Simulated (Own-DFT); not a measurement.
# How strain changes the stress of 4H SiC, 72 atoms (C36Si36)

These are calculations, not measurements. They come from Own-DFT, an in-house plane-wave density functional program, since retired, whose code no person has reviewed. Each row is one single-point run on a periodic cell that was not relaxed, without spin or spin-orbit coupling.

Settings of every run: PBE; PseudoDojo norm-conserving scalar-relativistic files; cutoff 42 hartree; 4 x 4 x 3 k mesh centred on Gamma; Fermi-Dirac smearing of 0.1 eV.

Known limits: forces on such cells passed a denser k mesh, each cell not checked; stress not checked against mesh or cutoff.

Unstrained cell vectors in Å: (9.248, 0.000, 0.000); (-4.624, 8.009, 0.000); (0.000, 0.000, 10.068). The unstrained cell has measured lattice constants (interpolated for alloys), not those of this functional. That, the random moves and any unrelaxed bonds set the pressure at no strain. Each run strains this cell uniformly, with the atoms carried along. Every atom was also moved at random, by a Gaussian of width 0.05 Å on each axis. Strain is the symmetric tensor, in per cent. Stress is positive in tension, and the pressure is minus a third of its trace.

```
run  e_xx (%)  e_yy (%)  e_zz (%)  e_yz (%)  e_xz (%)  e_xy (%)  s_xx (GPa)  s_yy (GPa)  s_zz (GPa)  s_yz (GPa)  s_xz (GPa)  s_xy (GPa)  P (GPa)  E (meV/atom)
  1     -0.61      0.97      1.36     -0.16     -1.79      0.91       -7.43        0.65        0.50       -0.36       -6.55        6.06     2.10          31.3
  2     -1.13      0.21     -0.63     -1.99      1.67     -1.20      -10.39       -4.23      -12.83       -6.45        5.72       -5.63     9.15          42.4
  3      1.30      0.41      1.98      0.48     -0.61      0.44        1.83        0.56        5.27        1.22       -2.58        1.99    -2.55           4.6
  4     -0.10     -1.00      1.21     -0.82     -1.69      1.48       -6.14       -9.02       -0.67       -2.30       -6.32        6.65     5.28          19.9
  5      1.33      1.40      1.68      1.57      1.71      1.51        2.57        4.40        4.43        4.85        5.01        6.61    -3.80          13.2
  6      0.42      0.81      0.73     -0.10     -1.70      0.37       -0.85        0.93       -3.34       -0.62       -5.74        1.59     1.09          11.3
  7      0.33      0.49      1.02      1.46      0.20      0.35       -1.72       -1.73        0.43        4.15        0.47        1.06     1.01           0.0
  8     -1.91      1.86      1.14      1.97      0.63      0.30      -13.14        3.42       -0.29        7.08        1.60        1.90     3.34          31.1
  9      0.84     -1.28     -1.82      1.41      1.22      1.16       -1.36      -11.62      -18.11        5.33        4.97        4.56    10.36          14.6
 10      0.67      0.48      0.49      0.05      1.39      0.91       -0.07       -2.83       -2.94        0.21        4.70        3.87     1.95          16.1
 11      0.41     -1.85      1.29     -1.42      1.90      1.04       -4.46      -14.32       -0.85       -5.00        6.51        6.22     6.54          43.3
 12      1.63     -1.52     -0.73      1.74     -0.97      0.48        2.19      -13.26      -11.70        6.71       -3.38        3.30     7.59          42.0
 13      0.33     -1.58      1.62      1.63      0.66     -0.70       -2.63      -13.63        2.64        4.88        1.02       -3.91     4.54          10.2
 14      1.77      0.41      0.12     -1.30     -0.74      1.20        5.16       -1.91       -6.27       -3.76       -3.08        4.52     1.00          29.4
 15     -1.74      1.50      1.99     -1.09     -0.62     -0.24      -12.85        1.66        5.22       -3.75       -2.21        0.09     1.99          35.8
 16     -0.82      0.86      0.15     -0.72      1.97      0.25       -8.32       -0.48       -5.46       -3.10        6.53        1.90     4.75          11.1
 17     -1.94     -0.51      0.39      0.88     -0.65     -1.71           ?           ?           ?           ?           ?           ?        ?             ?
```

E is the free energy for each atom above the lowest run shown.

## Worked fit

Each stress component was fitted by least squares to a constant and the strains of the runs shown, as fractions, with shears doubled. Shear strains stay in the fit of a normal stress only where such slopes are resolved. The slopes, in GPa:

| stress | at no strain | per e_xx | per e_yy | per e_zz | scatter |
|---|---|---|---|---|---|
| s_xx | -4.6 | 518 ± 18 | 72 ± 18 | 0 ± 18 | 0.71 |
| s_yy | -5.0 | 82 ± 23 | 548 ± 23 | 39 ± 23 | 0.91 |
| s_zz | -7.3 | 46 ± 21 | 49 ± 21 | 612 ± 21 | 0.83 |

Each shear stress against twice its own strain: yz 168 ± 4, xz 171 ± 4, xy 243 ± 19 GPa. These are stiffnesses along x, y and z of the frame in which the cell vectors are given, which need not be the crystal's axes. The atoms are held to the strained lattice; where symmetry lets them move under strain, relaxing them would lower some slopes. The table should be nearly symmetric about its diagonal, and what it lacks of that shows the noise. A ninth of its sum, 218 ± 5 GPa, estimates the bulk modulus near the mean pressure of these runs, 3.4 GPa, so it lies above the value at zero pressure.

## Withheld run

Question: what normal stresses and pressure should run 17 give?

The fit gives s_xx = -15.0, s_yy = -9.2, s_zz = -6.1 and P = 10.1 GPa. The calculation gave -16.43, -10.40, -5.40 and P = 10.74 GPa.
